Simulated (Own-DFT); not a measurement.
## Calculated data, AlN (wurtzite, strained, atoms displaced)

All values are calculated (Own-DFT development build). A calculation, not a measurement: plane-wave PBE density functional theory by an unreviewed code, no spin, of a simulated periodic cell, stress positive in tension, free energy of the whole cell less one offset for each atom, forces on such cells passed a denser k mesh, this cell's mesh not checked; offsets are fitted by least squares, one for each functional and potential file, so energies compare only between cells with the same atoms and settings and are not formation energies; the far tail of each file's local potential was reset to the Coulomb form; each entry is a single point on an unrelaxed cell, so the pressure reflects the starting lattice, mostly measured values (interpolated for alloys), from which strain is counted, and rises with the displacements; printed positions are rounded, which can move forces by about a meV/angstrom; the program, named Own-DFT, is a retired in-house code; no spin-orbit coupling.

Common to all runs: functional PBE; potential files PseudoDojo norm-conserving, scalar-relativistic, standard set; wave cutoff 42 hartree; occupations Fermi-Dirac; smearing width 0.1 eV; hardware one NVIDIA H100; k mesh 2 x 2 x 2 centred on Gamma.

(1) 
```xyz
128
Lattice="12.2694 -0.1774 -0.0106 -6.2883 10.9820 0.0650 -0.0085 0.0552 10.0801" Properties=species:S:1:pos:R:3:force_x:R:1:force_y:R:1:force_z:R:1 formula=AlN free_energy_of_cell_above_offsets=-53.510 pressure=4.07 stress_xx=-9.65 stress_yy=-2.16 stress_zz=-0.4 stress_yz=0.84 stress_xz=-0.47 stress_xy=-4.13 wall_time=396.5
Al    -0.0697     1.8872    10.0738      0.885     -0.773     -0.052
Al     1.4478     0.9790     2.5158       1.55     -2.443      1.005
N     -0.0125     1.8108     1.9418     -0.642      1.954     -1.166
N      1.4570     0.9641     4.5660      0.967     -0.699     -2.114
Al     0.0219     1.9236     5.0825     -1.955     -0.873      0.728
Al     1.5387     0.9375     7.5347     -0.315     -0.442      0.292
N      0.0137     1.8533     6.9878     -1.245     -0.068      0.188
N      1.5050     1.0123     9.4562     -0.515     -1.387     -0.015
Al    -1.6753     4.4922     0.0802      1.237      0.939     -0.702
Al    -0.1212     3.6272     2.5296      0.129       0.26      0.534
N     -1.6720     4.6531     2.0039      0.583     -1.627     -1.007
N     -0.2096     3.6678     4.5261       4.03     -0.456     -2.157
Al    -1.5359     4.6302     5.0658     -2.622      0.085      0.952
Al    -0.1431     3.5985     7.5999       1.67      1.149     -0.059
N     -1.5998     4.6421     6.9588      1.459      1.167      0.255
N     -0.0347     3.6262     9.5248     -1.299      1.799      0.163
Al    -3.1155     7.3533    10.0903      0.138      0.356      0.929
Al    -1.6937     6.3730     2.5819      1.278      1.209      0.036
N     -3.1479     7.3471     1.9477      0.212       -0.3      0.154
N     -1.5495     6.3643     4.5185     -2.183      0.721     -1.203
Al    -3.1354     7.3467     5.0879     -0.985     -0.955     -0.149
Al    -1.6086     6.4913     7.5184      0.137     -0.885      1.073
N     -3.1873     7.3599     6.9556      0.723     -0.394      0.833
N     -1.5258     6.4920     9.5539     -4.132     -3.088     -2.139
Al    -4.8229    10.1411    10.0821      2.704      1.294      1.773
Al    -3.1737     9.1861     2.5627     -0.957     -0.642      0.357
N     -4.6974    10.0913     1.9654     -1.072      0.394      0.341
N     -3.2312     9.0638     4.5108      0.472      1.697      -0.41
Al    -4.7965    10.0973     5.1124      0.984     -0.078     -0.286
Al    -3.1851     9.0829     7.6374     -0.743      1.716     -0.027
N     -4.6834    10.1010     6.9645     -0.517     -0.323      1.715
N     -3.2635     9.1341     9.6157      0.737      0.519     -1.689
Al     3.0532     1.8263    10.0865     -0.044      0.402     -0.385
Al     4.4839     0.9038     2.5390      1.855     -1.691     -0.259
N      3.0087     1.7317     1.8931     -0.055      1.928      0.365
N      4.6014     0.8613     4.3853     -1.089      0.147      1.563
Al     3.0199     1.8525     5.0753      0.776     -2.354      0.275
Al     4.5870     0.8429     7.5800     -0.328      2.479     -0.471
N      3.0042     1.8940     6.9524      1.219     -2.455     -0.234
N      4.6004     0.8649     9.4347     -0.778     -0.505      0.942
Al     1.5032     4.6261     0.0603     -0.226     -2.505     -0.902
Al     3.0251     3.6575     2.5967     -0.406     -1.768     -0.323
N      1.4712     4.4641     1.9318     -0.436      1.195       1.09
N      3.0549     3.5363     4.5270     -1.339      2.293     -1.652
Al     1.4685     4.5999     5.0371     -0.086     -0.127      0.693
Al     2.9884     3.5832     7.4547     -0.207      1.889       1.98
N      1.4649     4.5947     6.9458     -0.646     -0.098      0.654
N      2.9978     3.6160     9.4493     -1.061      0.705       0.28
Al    -0.1455     7.2917    10.0883      2.769      1.856      2.071
Al     1.3966     6.3453     2.5437      1.066     -0.573      0.958
N     -0.0758     7.2211     1.9334     -1.046      0.556      0.475
N      1.5094     6.4482     4.5499     -2.735      -2.06     -1.992
Al    -0.1597     7.2987     5.0836      3.084      1.646        0.4
Al     1.5312     6.3725     7.6985     -1.769     -0.466     -1.333
N     -0.0968     7.4064     6.9557      0.286     -0.841      1.079
N      1.4129     6.4476     9.5896      0.868     -0.531     -0.725
Al    -1.6691    10.0496    10.0962     -0.569      0.091      1.632
Al    -0.1073     9.0036     2.6228     -0.466      1.385     -0.738
N     -1.6469     9.9742     2.0298      0.806      0.996     -1.162
N     -0.0143     9.1596     4.4759     -3.336     -1.887      0.278
Al    -1.6579    10.0537     5.1424     -0.109     -0.055     -1.232
Al    -0.1731     9.1150     7.7159      0.655      0.733     -1.967
N     -1.7058    10.1455     7.0286      0.634     -2.517      0.202
N     -0.1344     9.0903     9.5518     -0.562      0.189      0.073
Al     6.1068     1.7364    10.0631      0.574      1.074      0.663
Al     7.6469     0.8452     2.5835      0.174      -0.99     -0.007
N      6.1322     1.7052     2.0347     -0.717      0.987     -1.534
N      7.6580     0.8354     4.4641      0.432      0.014       0.52
Al     6.1387     1.7621     5.0065     -0.452      0.006      0.835
Al     7.6484     0.7841     7.5131       0.23      1.374      0.359
N      6.1233     1.7905     7.0041     -0.088      -0.37     -1.186
N      7.6875     0.8897     9.4119     -1.362     -1.759      0.821
Al     4.4448     4.4857     0.0466      1.414      -0.81     -0.417
Al     6.0929     3.5541     2.5844     -1.658     -1.527      -0.81
N      4.5456     4.4303     1.9586     -0.014       1.65      0.393
N      6.0461     3.5957     4.4281      1.946     -1.386       0.17
Al     4.6138     4.4206     5.0002     -1.834      1.608      2.321
Al     6.1130     3.6072     7.5690     -1.249     -0.987       1.19
N      4.5331     4.4621     7.0005        0.9      1.853     -1.158
N      5.9471     3.5603     9.5228      1.708      0.733     -0.104
Al     2.9906     7.2012     0.1653      0.329      1.389     -1.771
Al     4.5898     6.3004     2.6563     -1.102     -0.235     -1.483
N      2.9585     7.2266     1.9642       0.45     -0.187      1.509
N      4.4335     6.2655     4.5031      2.187     -0.504      0.079
Al     3.0175     7.1820     5.0753     -0.586      2.793      1.002
Al     4.5195     6.3989     7.5727     -0.243     -1.686      0.377
N      2.9474     7.2714     7.0012      1.285      0.197      0.098
N      4.5218     6.3347     9.5392     -0.847      0.239     -0.499
Al     1.3750     9.9179     0.0684      0.865      1.616      0.485
Al     2.8164     9.0569     2.6215      2.036      0.025     -0.424
N      1.3734    10.0335     2.0122     -0.077     -0.546     -0.915
N      2.9292     9.0628     4.4836     -0.036     -0.329      0.705
Al     1.3580    10.0055     5.1697      2.345       0.53     -0.822
Al     2.9123     9.0512     7.6310      0.194      0.283     -0.063
N      1.4228     9.9890     6.9943     -0.964      0.032      1.327
N      2.9304     9.1504     9.5286     -0.323     -1.746      0.379
Al     9.1638     1.6559     0.0187      0.012     -0.065      0.179
Al    10.7574     0.8176     2.4488     -1.043     -2.446       2.05
N      9.2231     1.6889     1.9730     -0.664      1.001     -1.087
N     10.6829     0.8560     4.4657      1.753     -1.188     -1.029
Al     9.2390     1.7133     5.0940     -1.226      0.852     -0.043
Al    10.6746     0.7491     7.6445      0.314      0.749     -2.466
N      9.1753     1.8055     6.9769      0.612     -0.671      0.166
N     10.6595     0.7545     9.4403      0.724      1.352       1.94
Al     7.6236     4.4823     0.0303     -1.597     -1.743     -0.393
Al     9.1075     3.5187     2.5666      -0.66     -0.365      0.314
N      7.4587     4.4456     1.9301      3.559      1.281     -0.235
N      9.1574     3.5725     4.4817     -0.387     -0.402     -0.365
Al     7.6086     4.4435     5.0691     -0.021      0.045      0.387
Al     9.2309     3.6296     7.5196     -2.984     -1.785      0.934
N      7.5831     4.4960     6.9661      1.142      0.489       0.27
N      9.0688     3.4649     9.4877       0.87      1.671      0.031
Al     6.0193     7.1515     0.0504      1.323       0.74      0.527
Al     7.6748     6.2479     2.5755     -2.175      0.154      0.583
N      6.0531     7.2628     1.9796      0.653     -2.988      -0.53
N      7.4987     6.2220     4.5721      1.049      0.924     -1.487
Al     5.9889     7.2155     5.1540      0.502      0.267     -1.218
Al     7.5686     6.2883     7.6218      0.096      -0.37     -1.335
N      6.0870     7.3171     6.9920     -0.649     -2.173      0.784
N      7.6727     6.2829     9.4553     -1.533      0.143      1.003
Al     4.4720    10.0110    10.1056     -0.112     -1.178      1.157
Al     5.9756     8.9298     2.5453      1.386      2.484      1.142
N      4.5329     9.8643     1.9858     -1.926      1.722     -0.579
N      5.9530     9.0383     4.5399      0.567     -1.296     -1.063
Al     4.4829     9.9769     5.0368     -1.267      0.826      1.074
Al     6.0105     8.9715     7.6598      0.001      2.916     -0.323
N      4.4293     9.9692     7.0873      0.967     -0.424     -0.868
N      6.0427     9.0620     9.5771     -2.243      -1.75     -1.348
```

Units: free_energy_of_cell_above_offsets in eV; pressure, stress_xx, stress_yy, stress_zz, stress_yz, stress_xz, stress_xy in GPa; wall_time in s; force_x, force_y, force_z in eV/Å.

(2) 
```xyz
128
Lattice="12.5920 -0.0689 0.0219 -6.3556 10.6207 -0.0417 0.0175 -0.0284 9.8046" Properties=species:S:1:pos:R:3:force_x:R:1:force_y:R:1:force_z:R:1 formula=AlN free_energy_of_cell_above_offsets=-51.918 pressure=10.59 stress_xx=-2.67 stress_yy=-13.69 stress_zz=-15.39 stress_yz=-0.83 stress_xz=0.64 stress_xy=-1.55 wall_time=366.9
Al     0.1114     1.7677     9.7372     -1.935     -2.078      0.861
Al     1.5873     0.8251     2.4514     -0.815      1.256     -0.405
N      0.0163     1.7699     1.7728      0.129     -0.564      1.487
N      1.5451     0.8216     4.2929       1.49      -0.52      0.371
Al     0.1456     1.7051     4.9222         -3      1.293     -0.647
Al     1.5887     0.8956     7.3300      0.221      0.746      0.317
N      0.0415     1.8010     6.7357     -0.708     -1.497      1.335
N      1.6164     0.9253     9.2196      0.098     -1.596     -0.432
Al    -1.4691     4.4342     0.0025     -1.872     -1.741      0.159
Al     0.0976     3.4938     2.4980     -2.293      0.219     -0.578
N     -1.6241     4.4646     1.8503      1.228     -2.179      0.225
N      0.0077     3.5408     4.3462      0.011     -0.562     -0.141
Al    -1.5770     4.4031     4.9340      0.831     -0.283     -1.001
Al     0.0457     3.5204     7.3833     -0.905      0.011     -1.427
N     -1.5073     4.4334     6.7412     -1.053     -0.978      1.711
N      0.0785     3.4283     9.2104     -1.132      2.637     -0.426
Al    -3.1421     7.0221     0.0084     -0.915      0.106      -1.87
Al    -1.5661     6.1597     2.3826      -1.21      0.885      0.736
N     -3.2123     7.0511     1.7658      0.597     -0.215      3.211
N     -1.5757     6.1243     4.2902     -1.382      1.424     -0.324
Al    -3.1693     7.1516     4.9027     -0.026     -2.404     -0.205
Al    -1.6119     6.1920     7.3992     -0.176     -0.254     -1.438
N     -3.1742     7.0748     6.8108     -1.205     -1.181     -0.927
N     -1.6060     6.0888     9.2013      1.147        1.6      0.919
Al    -4.8612     9.7505    -0.0291      3.192      0.323     -0.094
Al    -3.2279     8.7739     2.4773      1.142      1.358     -3.213
N     -4.7336     9.7596     1.8129     -0.631     -1.681       0.58
N     -3.1886     8.8810     4.2437      -0.45     -0.656      2.182
Al    -4.7752     9.6631     4.8844     -0.314      0.731     -1.391
Al    -3.2606     8.8339     7.2459      1.255      0.211      2.251
N     -4.7486     9.7735     6.6900     -1.229     -1.213       1.29
N     -3.1572     8.7492     9.2476     -1.873      0.934     -1.561
Al     3.1319     1.7786     0.0288      0.221     -0.998     -0.071
Al     4.7100     0.8867     2.5180     -0.514      -0.88     -1.134
N      3.0844     1.7743     1.9373      1.287     -0.044      -0.81
N      4.6903     0.8385     4.3304      0.628      0.563      1.417
Al     3.1027     1.7215     4.8718      0.503     -0.166      0.535
Al     4.7001     0.9002     7.3600     -0.146     -1.234     -1.542
N      3.1438     1.7929     6.7870      0.323      0.113     -0.369
N      4.6667     0.8267     9.1592      0.034      0.517      1.549
Al     1.5472     4.3591     9.7471      0.492      0.311      1.125
Al     3.1540     3.5621     2.3963     -1.016       -0.1      0.791
N      1.5191     4.4124     1.8453      1.308     -0.221     -0.468
N      2.9926     3.5019     4.3358       3.03      0.301     -0.978
Al     1.5676     4.4131     4.8810     -1.565      0.157     -0.178
Al     3.1503     3.6445     7.4108     -0.158     -2.396     -1.409
N      1.5789     4.2781     6.7073      0.267      2.167      1.202
N      3.1140     3.5010     9.2234      0.441       0.47      0.524
Al     0.0103     7.0897     0.0151     -0.981     -0.198     -0.668
Al     1.5776     6.1378     2.4500      0.026       1.09     -0.926
N     -0.0189     7.0281     1.8801      0.551     -0.699     -0.383
N      1.5300     6.2077     4.2774     -0.833     -1.652      0.639
Al    -0.0670     7.0470     4.7695        0.3     -0.612      1.648
Al     1.5175     6.1058     7.2793     -0.179      0.678     -0.261
N     -0.0905     7.0116     6.7211      1.246     -0.425     -0.082
N      1.5091     6.1038     9.1531       0.26      0.539      0.495
Al    -1.6494     9.6393     9.6935      0.088      1.156       1.93
Al    -0.0295     8.7611     2.4345     -0.016      2.142     -0.759
N     -1.5958     9.7484     1.8873     -0.641     -1.276     -0.484
N      0.0251     8.7691     4.2803     -1.784      1.216      0.268
Al    -1.6236     9.6534     4.9001      1.227      0.755     -0.881
Al    -0.0762     8.7487     7.3371      1.177      1.196      0.123
N     -1.6012     9.5959     6.7502     -1.108      1.483      0.102
N     -0.0651     8.8617     9.2725      1.142     -1.416     -1.104
Al     6.1939     1.7589     9.7525      1.281       -4.2      0.898
Al     7.8583     0.9366     2.4364     -0.347     -2.599     -0.533
N      6.2346     1.6922     1.8368       0.54      1.006       0.32
N      7.8900     0.7920     4.3303     -0.914       2.24      -0.85
Al     6.3557     1.7624     4.9078     -1.193     -2.755     -0.116
Al     7.8752     0.8669     7.3663     -0.172     -1.054      0.041
N      6.2933     1.6684     6.7367       0.14       1.45      1.019
N      7.8467     0.8478     9.2111     -0.215     -0.052      1.021
Al     4.7088     4.2796     9.7856     -0.475       2.36      0.233
Al     6.3105     3.4601     2.4472     -0.292      1.006     -0.624
N      4.6529     4.4655     1.8086      1.453     -2.232        1.4
N      6.3433     3.4185     4.3170      -0.93      2.521      -0.08
Al     4.6409     4.3602     4.9563      0.491     -0.644     -2.592
Al     6.3026     3.4887     7.3729     -0.163     -0.951      -0.47
N      4.7322     4.4075     6.7431      0.264       -2.3      0.983
N      6.2068     3.4026     9.2546      1.203       3.13     -1.286
Al     3.0978     6.9604     9.7579      0.166      0.725      0.691
Al     4.7348     6.1173     2.5432     -0.257      1.367     -3.575
N      3.1790     7.0295     1.8976     -0.709     -2.205     -0.705
N      4.7140     6.1520     4.2770     -0.801      -0.66      3.166
Al     3.0142     6.9766     4.8503      2.294      2.115      0.819
Al     4.7786     6.0693     7.2335     -2.054       3.15      2.738
N      3.1507     7.0282     6.8125     -0.506     -2.994     -1.328
N      4.6897     6.1671     9.3587      0.118     -1.727     -2.972
Al     1.5780     9.6680     0.0188     -1.264       1.09     -0.538
Al     3.1963     8.7146     2.4221     -2.058      1.995      0.934
N      1.5701     9.6157     1.8550      0.077      1.002      0.745
N      3.0377     8.7843     4.3094      1.527      -0.06     -0.033
Al     1.4994     9.7234     4.8328      0.825       -1.9      0.907
Al     3.0722     8.7128     7.3399      -0.68      2.679      0.118
N      1.4890     9.7428     6.7262      0.099     -1.745      0.479
N      3.1069     8.7837     9.2412       0.67     -0.441     -0.314
Al     9.4396     1.6663     9.8121     -0.218      0.188     -0.159
Al    11.0399     0.8453     2.4731     -0.215      -0.03     -1.024
N      9.4044     1.7334     1.8713       0.99      0.214      0.952
N     11.0830     0.7748     4.2929     -0.341      1.347      0.993
Al     9.3920     1.6932     4.8182      2.335     -0.733      1.121
Al    10.9667     0.8517     7.4158      2.061     -1.919     -1.456
N      9.4961     1.6238     6.8167     -1.704      1.592     -1.809
N     11.0244     0.7942     9.2166      0.598      0.428      1.496
Al     7.8545     4.3429     0.0570     -0.267     -0.035     -1.443
Al     9.3947     3.5502     2.5326       1.45     -0.524     -2.297
N      7.9394     4.4080     1.8322     -2.264     -0.971       2.07
N      9.4845     3.4894     4.3209     -1.241     -0.153      1.736
Al     7.8774     4.3247     4.9966      0.038      0.792     -3.248
Al     9.4646     3.3934     7.3440      0.314      1.396      0.885
N      7.8475     4.3592     6.7404      0.212     -0.988      2.564
N      9.3789     3.4448     9.2867      1.645      0.234     -1.468
Al     6.1939     7.0518     0.0239      1.153     -0.769     -1.083
Al     7.7822     6.1551     2.4189       1.11      0.005     -0.063
N      6.2860     7.0400     1.7921     -0.604     -1.005      2.537
N      7.7748     6.1207     4.3093      1.245      0.135      0.371
Al     6.2639     7.0070     4.8984     -0.081      0.303     -0.842
Al     7.7333     6.0807     7.4022      2.148      0.994      0.388
N      6.2454     6.9765     6.7312      0.856      0.935      0.952
N      7.8277     6.0813     9.3125     -0.715      0.439     -1.399
Al     4.6812     9.7125     0.1101     -0.788     -0.324     -3.601
Al     6.2748     8.7395     2.3900      0.054      1.583      0.118
N      4.6682     9.6208     1.8336      1.117      0.852      2.563
N      6.2458     8.7858     4.2612      0.878     -0.816      0.404
Al     4.7494     9.6559     4.8424     -2.317     -0.395      0.431
Al     6.1819     8.7789     7.4040     -0.029      0.544     -0.763
N      4.5786     9.5893     6.7175      2.016      0.989      0.759
N      6.2733     8.7995     9.3066     -1.382      -0.29     -1.578
```

Units: free_energy_of_cell_above_offsets in eV; pressure, stress_xx, stress_yy, stress_zz, stress_yz, stress_xz, stress_xy in GPa; wall_time in s; force_x, force_y, force_z in eV/Å.
